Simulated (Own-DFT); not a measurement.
## Calculated data, Si₂₃O₄₈ (quartz with one vacancy, atoms displaced), Ti₁₂O₂₃ (rutile with two vacancies, strained, atoms displaced), Si₂₄O₄₇ (quartz with one vacancy, atoms displaced)

All values are calculated (Own-DFT development build). A calculation, not a measurement: plane-wave PBE density functional theory by an unreviewed code, no spin, of a simulated periodic cell, stress positive in tension, free energy of the whole cell less one offset for each atom, defect cell not probed for a lower state with spin; oxygen file: force components 24 meV/angstrom off all-electron in one glass; forces on such cells passed a denser k mesh, this cell's mesh not checked; offsets are fitted by least squares, one for each functional and potential file, so energies compare only between cells with the same atoms and settings and are not formation energies; the far tail of each file's local potential was reset to the Coulomb form; each entry is a single point on an unrelaxed cell, so the pressure reflects the starting lattice, mostly measured values (interpolated for alloys), from which strain is counted, and rises with the displacements; printed positions are rounded, which can move forces by about a meV/angstrom; the program, named Own-DFT, is a retired in-house code; no spin-orbit coupling; before rounding, a Quantum ESPRESSO 7.3.1 run of the same cell and cutoff gave forces within 1 meV/angstrom rms on each cell, which checks the program and not the settings.

Common to all runs: functional PBE; potential files PseudoDojo norm-conserving, scalar-relativistic, standard set; wave cutoff 72 hartree; occupations Fermi-Dirac; smearing width 0.1 eV.

(1) Si₂₃O₄₈ (quartz with one vacancy, atoms displaced)

```
cell vectors (Å)
   9.8268     0.0000     0.0000
  -4.9134     8.5103     0.0000
   0.0000     0.0000    10.8104
atoms (fractions of the cell vectors)
Si  0.22908  0.00563  0.01337
Si  0.99490  0.23372  0.33362
Si  0.25735  0.26040  0.16197
O   0.19659  0.12548  0.06132
O   0.42609  0.29916  0.23390
O   0.37209  0.07626  0.39843
O   0.07013  0.36596  0.44316
O   0.13549  0.19979  0.27471
O   0.29799  0.42437  0.10532
Si  0.23574  0.00535  0.50448
Si  0.99705  0.23593  0.83019
Si  0.26702  0.25778  0.66246
O   0.20779  0.12834  0.55749
O   0.43130  0.29737  0.72047
O   0.36411  0.07229  0.89409
O   0.07713  0.37308  0.94648
O   0.13019  0.20366  0.77848
O   0.29758  0.43085  0.60646
Si  0.23023  0.50963  0.99946
Si  0.00055  0.74135  0.33572
Si  0.25880  0.74948  0.17145
O   0.20185  0.62770  0.05281
O   0.42546  0.79438  0.22769
O   0.35895  0.56582  0.39799
O   0.06325  0.85082  0.43890
O   0.11877  0.69877  0.26997
O   0.30292  0.93500  0.10559
Si  0.23940  0.49704  0.50004
Si  0.99883  0.73352  0.82969
Si  0.26431  0.76564  0.66464
O   0.21107  0.63653  0.55626
O   0.42893  0.79572  0.72711
O   0.37321  0.58410  0.88971
O   0.07714  0.86603  0.94044
O   0.14243  0.70801  0.76548
O   0.29949  0.93113  0.60406
Si  0.72422  0.99957  0.99704
Si  0.49249  0.23266  0.32994
Si  0.75745  0.25837  0.16809
O   0.70609  0.13172  0.06294
O   0.92753  0.29673  0.22242
O   0.86439  0.07027  0.39459
O   0.58284  0.37294  0.44263
O   0.62489  0.20243  0.27552
O   0.78159  0.41828  0.10141
Si  0.72535  0.99620  0.49833
Si  0.49558  0.23306  0.84227
Si  0.76968  0.26932  0.66024
O   0.71053  0.13962  0.56823
O   0.92866  0.29448  0.73040
O   0.86503  0.07494  0.89439
O   0.58182  0.37191  0.93355
O   0.63591  0.21146  0.77424
O   0.78928  0.42256  0.60516
Si  0.72901  0.49236  0.00178
Si  0.49718  0.72493  0.32978
Si  0.76621  0.76943  0.16437
O   0.70882  0.63320  0.06898
O   0.92275  0.79756  0.22528
O   0.86939  0.57434  0.39845
O   0.57391  0.86666  0.43160
O   0.61980  0.69831  0.27389
O   0.80136  0.92922  0.10231
Si  0.50516  0.74355  0.83557
Si  0.75521  0.76702  0.66301
O   0.70393  0.62551  0.55880
O   0.92595  0.79273  0.73074
O   0.87150  0.56888  0.88943
O   0.56970  0.86279  0.93623
O   0.62847  0.70364  0.77495
O   0.79964  0.92984  0.61129
```

| Item | Value |
| --- | --- |
| k mesh | 3 x 3 x 2 centred on Gamma |
| free energy of cell above offsets | -3.044 eV |
| pressure | 9.75 GPa |
| stress xx | -7.81 GPa |
| stress yy | -12.16 GPa |
| stress zz | -9.29 GPa |
| stress yz | -3.73 GPa |
| stress xz | 0.52 GPa |
| stress xy | 2.88 GPa |

Force:
```
element  x (eV/Å)  y (eV/Å)  z (eV/Å)
     Si     5.118    -6.376    -6.164
     Si     1.561     0.516    -0.109
     Si     1.053     1.774     2.391
      O    -4.094     4.437     1.897
      O    -2.819     0.325    -3.321
      O    -1.104    -1.618     0.386
      O    -0.007     -0.73    -0.592
      O    -2.349    -0.011     1.063
      O    -1.496     1.852      -1.4
     Si     2.945    -6.035    -3.696
     Si     1.745     0.339     3.746
     Si    -2.219     2.945     2.597
      O     -3.98     3.172     1.344
      O     0.957    -0.839     1.679
      O    -1.336    -0.931     1.858
      O    -1.722    -3.381    -2.531
      O     2.207     0.197    -2.001
      O     1.445    -2.614     1.813
     Si     9.083    -5.524    -3.799
     Si     -2.65    -5.082    -4.967
     Si    -2.088     3.253    -2.014
      O    -5.083     7.106     5.161
      O     0.053    -0.604     -0.07
      O      3.23     2.797    -4.647
      O     2.018     8.026      6.85
      O     2.205     -0.24    -1.217
      O     1.181    -2.822     2.385
     Si    -4.567    -0.364     2.626
     Si     2.483    -0.172     1.363
     Si     3.467     1.092    -2.563
      O     0.302    -0.494    -0.542
      O    -0.285     0.724    -0.923
      O    -1.918    -2.813     2.508
      O    -0.122    -0.161     0.125
      O    -4.802    -1.258     4.301
      O     -0.04    -0.062     0.384
     Si     3.719    -0.146     0.341
     Si     2.046     1.768     3.363
     Si    -0.203     1.836     1.095
      O    -1.161    -0.561    -0.604
      O     0.058    -0.325     0.469
      O    -0.283    -0.039    -0.094
      O    -0.254    -0.928    -0.699
      O     1.852     -0.39    -1.124
      O     2.224    -1.768     2.936
     Si     1.565     1.624      1.91
     Si     1.024    -0.088    -5.418
     Si    -0.492     1.281     6.214
      O     1.126    -6.166    -5.188
      O    -1.972     1.165    -2.526
      O     -0.66    -0.341     0.205
      O    -2.588    -0.556     0.561
      O    -0.198    -0.063     0.256
      O    -1.163     3.325    -1.469
     Si     1.085      5.68    -1.706
     Si     -4.38     0.316     2.946
     Si    -1.578    -0.766     2.021
      O     0.359     -2.64     -2.63
      O     2.055     0.377     1.509
      O    -0.605    -0.862      0.07
      O    -0.901    -0.587     0.443
      O     5.913    -0.021    -3.517
      O     -1.97      1.28    -1.047
     Si    -1.308    -3.555    -4.765
     Si     3.676    -3.609     1.744
      O    -0.346      0.91     0.187
      O    -2.767     0.778    -2.427
      O    -1.112    -0.913      1.66
      O    -0.149     4.152     4.446
      O     1.325     0.201    -0.571
      O    -2.312     3.204    -2.511
```

(2) Ti₁₂O₂₃ (rutile with two vacancies, strained, atoms displaced)

```
cell vectors (Å)
   9.1973    -0.0512     0.0239
  -0.0512     9.2961    -0.1465
   0.0231    -0.1415     9.0050
atoms (fractions of the cell vectors)
Ti  0.99547  0.99732  0.00587
Ti  0.25027  0.24642  0.16992
O   0.39898  0.10006  0.17409
O   0.09482  0.40926  0.17020
Ti  0.99859  0.99131  0.33363
Ti  0.24863  0.25382  0.49822
O   0.15135  0.15355  0.33699
O   0.35094  0.33933  0.32198
O   0.40061  0.08453  0.49718
O   0.09651  0.39404  0.49616
Ti  0.00407  0.01726  0.66611
Ti  0.24810  0.25090  0.83577
O   0.14200  0.14278  0.66396
O   0.35344  0.34422  0.66300
O   0.40906  0.09409  0.83428
O   0.09855  0.41079  0.84900
Ti  0.00230  0.50179  0.00036
Ti  0.24622  0.74985  0.15895
O   0.15777  0.64659  0.00264
O   0.34459  0.84971  0.99778
O   0.40410  0.59412  0.15789
O   0.10357  0.90035  0.16931
Ti  0.99632  0.50150  0.33826
Ti  0.24276  0.73811  0.49978
O   0.15969  0.64775  0.33001
O   0.34621  0.84605  0.33798
O   0.39658  0.59494  0.49694
O   0.10244  0.90831  0.49823
Ti  0.00744  0.49429  0.65982
Ti  0.25570  0.74932  0.81213
O   0.14960  0.65502  0.66828
O   0.35496  0.84325  0.66237
O   0.40988  0.60229  0.82769
O   0.09949  0.90512  0.83394
Ti  0.50498  0.99601  0.00231
Ti  0.75589  0.25576  0.17166
O   0.65408  0.15573  0.00619
O   0.83998  0.34168  0.99918
O   0.89791  0.09720  0.15891
O   0.59702  0.39778  0.17280
Ti  0.49411  0.99295  0.33283
Ti  0.74074  0.25589  0.50692
O   0.64787  0.15049  0.33982
O   0.85407  0.35429  0.34150
O   0.89852  0.09492  0.49416
O   0.58956  0.39896  0.49574
Ti  0.49384  0.00101  0.65133
Ti  0.74791  0.24546  0.83014
O   0.65614  0.15159  0.66230
O   0.85141  0.34564  0.67515
O   0.90821  0.10551  0.84132
O   0.59568  0.40309  0.84099
Ti  0.50238  0.49790  0.99754
Ti  0.73900  0.75499  0.16793
O   0.64826  0.66017  0.01254
O   0.84866  0.84685  0.99752
O   0.90685  0.59309  0.16100
O   0.60131  0.90212  0.16545
Ti  0.49651  0.49053  0.33307
Ti  0.75035  0.74752  0.49771
O   0.64550  0.64581  0.32984
O   0.83927  0.85250  0.34426
O   0.90816  0.60131  0.49983
O   0.59846  0.89939  0.50535
Ti  0.51210  0.49834  0.66487
Ti  0.74618  0.75258  0.83646
O   0.65039  0.65825  0.66118
O   0.84470  0.84218  0.66374
O   0.90103  0.59847  0.83561
O   0.59761  0.90587  0.84000
```

| Property | Result |
| --- | --- |
| k mesh | 3 x 3 x 3 centred on Gamma |
| free energy of cell above offsets | -12.737 eV |
| pressure | 0.29 GPa |
| stress xx | -1.81 GPa |
| stress yy | -0.83 GPa |
| stress zz | 1.78 GPa |
| stress yz | -4.4 GPa |
| stress xz | 1.32 GPa |
| stress xy | -2.65 GPa |

Force:
```
element  x (eV/Å)  y (eV/Å)  z (eV/Å)
     Ti    -0.872    -1.788    -1.442
     Ti     -0.61    -0.201     1.868
      O    -0.207    -0.206    -0.492
      O     1.319    -1.819    -0.432
     Ti    -0.019      0.36     1.651
     Ti     0.129    -0.366    -0.207
      O    -0.123     -0.04    -0.837
      O    -0.373     0.252     0.942
      O    -0.804     1.323     0.403
      O     0.378     0.446     0.599
     Ti    -2.421    -2.945    -0.211
     Ti     0.708    -0.286    -2.054
      O      3.04     3.146     0.191
      O    -0.587    -0.246     0.686
      O    -1.457     1.372     0.189
      O     2.004    -2.357    -2.551
     Ti    -1.073     1.009     1.122
     Ti     0.907    -0.356    -0.614
      O    -0.036     0.459    -0.377
      O     0.281    -0.049     0.275
      O    -0.285     -0.69     0.276
      O    -0.886     0.945    -0.556
     Ti    -0.057       0.4    -2.448
     Ti     0.656     0.808    -2.262
      O     -0.47     0.072     0.379
      O     0.409    -0.024    -0.191
      O     0.233    -0.491     0.488
      O    -0.389     -0.44    -0.313
     Ti     -1.63     0.469     1.748
     Ti      0.45     1.232     3.312
      O    -0.414    -0.766    -0.489
      O    -0.602    -0.227     0.141
      O    -0.287    -0.738     0.431
      O     0.168      0.41     0.219
     Ti    -0.571     0.533    -1.293
     Ti    -0.479    -0.241    -0.774
      O    -0.537    -0.473    -0.238
      O     0.636     0.678     0.378
      O     0.988    -0.072      0.58
      O    -0.324     0.058    -1.019
     Ti     0.184    -0.139    -0.376
     Ti     0.849    -1.413    -1.443
      O     0.641     0.641    -0.012
      O    -1.119    -0.937    -0.076
      O     0.278     0.332     0.379
      O     0.703    -0.164     0.195
     Ti     0.583    -0.285     1.617
     Ti     0.401    -0.212     1.971
      O    -0.499     0.025     0.102
      O    -0.025     0.359    -0.555
      O      0.21    -0.291     0.287
      O     0.144    -0.518    -1.063
     Ti     0.372     1.945      1.18
     Ti     0.911        -1     0.668
      O    -0.406    -1.046    -1.172
      O     0.399     0.454     0.546
      O    -1.012     1.082     1.424
      O    -0.377     0.396     0.247
     Ti    -0.046     1.711     -0.86
     Ti      0.16     0.589     0.986
      O     0.636     0.548    -0.034
      O     0.562    -0.216    -1.074
      O     0.173    -0.449     0.851
      O    -0.277     0.234     -0.52
     Ti    -0.963     0.979      0.64
     Ti     0.959     0.184    -1.357
      O    -0.632    -1.333     0.431
      O     -0.05     0.193     0.591
      O    -0.094    -0.192    -0.428
      O      0.54     -0.63     -0.22
```

(3) Si₂₄O₄₇ (quartz with one vacancy, atoms displaced)

```
cell vectors (Å)
   9.8268     0.0000     0.0000
  -4.9134     8.5103     0.0000
   0.0000     0.0000    10.8104
atoms (fractions of the cell vectors)
Si  0.23086  0.00731  0.99038
Si  0.99756  0.24427  0.33195
Si  0.26609  0.26347  0.16541
O   0.21417  0.13599  0.05532
O   0.42280  0.29692  0.22525
O   0.36562  0.07336  0.39489
O   0.07552  0.37822  0.43729
O   0.14364  0.21942  0.27677
O   0.29342  0.42787  0.10441
Si  0.23764  0.99879  0.49637
Si  0.00942  0.24436  0.83629
Si  0.27137  0.26689  0.66539
O   0.18944  0.11889  0.55960
O   0.43174  0.29357  0.72493
O   0.35343  0.06768  0.88808
O   0.07874  0.35848  0.93429
O   0.14159  0.21116  0.77851
O   0.29284  0.42555  0.60977
Si  0.23247  0.50146  0.99505
Si  0.99349  0.73532  0.32931
Si  0.26838  0.76456  0.17196
O   0.20211  0.63698  0.06236
O   0.42069  0.78589  0.22473
O   0.37684  0.57351  0.39376
O   0.06692  0.86637  0.43909
O   0.12730  0.70509  0.27173
O   0.29590  0.93571  0.10328
Si  0.23492  0.49629  0.50192
Si  0.00092  0.74054  0.82385
Si  0.25735  0.76974  0.67021
O   0.21628  0.64427  0.55755
O   0.43058  0.79305  0.72335
O   0.37029  0.56944  0.88834
O   0.07159  0.86546  0.93837
O   0.13694  0.69973  0.76620
Si  0.73372  0.99871  0.00174
Si  0.50123  0.23200  0.33584
Si  0.75938  0.26080  0.16446
O   0.70645  0.13148  0.05396
O   0.92534  0.28934  0.23107
O   0.87689  0.07586  0.39408
O   0.56787  0.36666  0.44298
O   0.63743  0.20700  0.26715
O   0.80046  0.43575  0.10854
Si  0.72734  0.99323  0.49657
Si  0.49460  0.23567  0.84384
Si  0.77418  0.26832  0.66484
O   0.71036  0.13047  0.57077
O   0.92438  0.29272  0.72014
O   0.86500  0.07147  0.89234
O   0.57996  0.36884  0.93448
O   0.63764  0.20931  0.77972
O   0.79024  0.42087  0.60271
Si  0.74322  0.50043  0.00272
Si  0.50468  0.74259  0.33443
Si  0.76097  0.75863  0.16555
O   0.70904  0.63679  0.05474
O   0.92576  0.78687  0.22013
O   0.86846  0.57255  0.39192
O   0.57611  0.87211  0.43716
O   0.64840  0.71428  0.27333
O   0.79670  0.92986  0.10962
Si  0.74136  0.50410  0.50089
Si  0.50450  0.74507  0.83485
Si  0.76133  0.76842  0.66773
O   0.70587  0.62585  0.56454
O   0.92938  0.79794  0.72379
O   0.86661  0.57838  0.89803
O   0.56438  0.86640  0.93595
O   0.63820  0.71675  0.77762
O   0.79878  0.92300  0.60777
```

| Quantity | Value |
| --- | --- |
| k mesh | 3 x 3 x 2 centred on Gamma |
| stress zz | ? |

**Q.** What stress zz does the calculation give for Si₂₄O₄₇ (quartz with one vacancy, atoms displaced) (entry 3)?
**A.** -10.73 GPa

Further results for Si₂₄O₄₇ (quartz with one vacancy, atoms displaced) (entry 3):

| Item | Value |
| --- | --- |
| free energy of cell above offsets | -19.004 eV |
| pressure | 8.54 GPa |
| stress xx | -7.35 GPa |
| stress yy | -7.53 GPa |
| stress yz | -2.15 GPa |
| stress xz | -0.2 GPa |
| stress xy | -1.86 GPa |

Force:
```
element  x (eV/Å)  y (eV/Å)  z (eV/Å)
     Si      1.18     -4.66      3.72
     Si     5.597    -2.399     3.478
     Si    -2.345     0.919    -0.812
      O    -2.556     2.486     1.253
      O      4.43    -0.348     2.246
      O     1.876     0.365    -1.973
      O    -0.906    -0.804     -0.15
      O    -1.696    -0.486     0.615
      O    -0.481     0.127    -0.533
     Si     -1.66    -3.403     3.981
     Si    -2.154     -7.83    -7.304
     Si    -0.666    -2.616     0.206
      O     0.491     2.056     1.282
      O     0.137    -0.003     0.173
      O     2.502     1.731    -2.962
      O    -0.577      6.07     6.338
      O      0.28    -0.074     -0.63
      O    -0.041     0.591    -0.406
     Si     1.728     1.658     1.561
     Si     1.912     0.441     1.439
     Si     -5.77     1.919      -3.2
      O     0.949    -2.019    -1.807
      O     4.119     1.074      1.85
      O    -0.396     0.215     0.526
      O     0.178      0.05    -0.461
      O     0.962     0.059     0.151
      O     0.628    -1.526     0.746
     Si     0.321     3.484    -0.298
     Si     1.586    -2.004     3.359
     Si     5.873     4.598     -7.35
      O      0.57    -1.398      -0.8
      O    -1.868     0.519    -1.048
      O    -0.811     0.499     0.446
      O    -0.633     -0.73    -1.033
      O    -6.536    -2.632     6.631
     Si     1.127    -1.601    -2.032
     Si    -1.203     2.306    -1.584
     Si     3.242     2.165    -2.527
      O     -1.53     2.193     1.552
      O    -4.912     1.503    -5.194
      O    -1.644      -0.9     1.099
      O     0.976     0.031    -0.421
      O    -3.333    -1.272     3.332
      O     1.869    -2.663     2.402
     Si     5.054     5.145     3.356
     Si      2.59    -2.288    -5.592
     Si    -5.659    -1.089     2.202
      O     0.135    -3.015    -3.241
      O     6.268      0.98     3.584
      O      0.45     1.088    -0.441
      O     0.118     2.913     3.953
      O    -0.485     0.289      -0.3
      O     0.506     0.976     0.078
     Si    -3.434     0.845    -1.414
     Si     1.262    -3.775     -1.68
     Si     2.295     2.552    -2.939
      O    -0.272    -1.017    -0.407
      O    -0.852     0.691    -1.239
      O    -0.281    -0.647    -0.073
      O    -2.524    -1.492    -0.733
      O    -4.852    -0.916      4.17
      O    -0.334    -0.481    -0.089
     Si    -0.931    -1.917    -1.064
     Si     -0.85    -4.341    -2.693
     Si     2.142    -3.268     0.595
      O     -1.35     1.968     1.127
      O    -1.129     0.331    -1.571
      O     2.221     1.719    -2.955
      O      0.96     4.078     4.598
      O     0.671    -0.543     0.176
      O    -2.535      3.52    -3.267
```
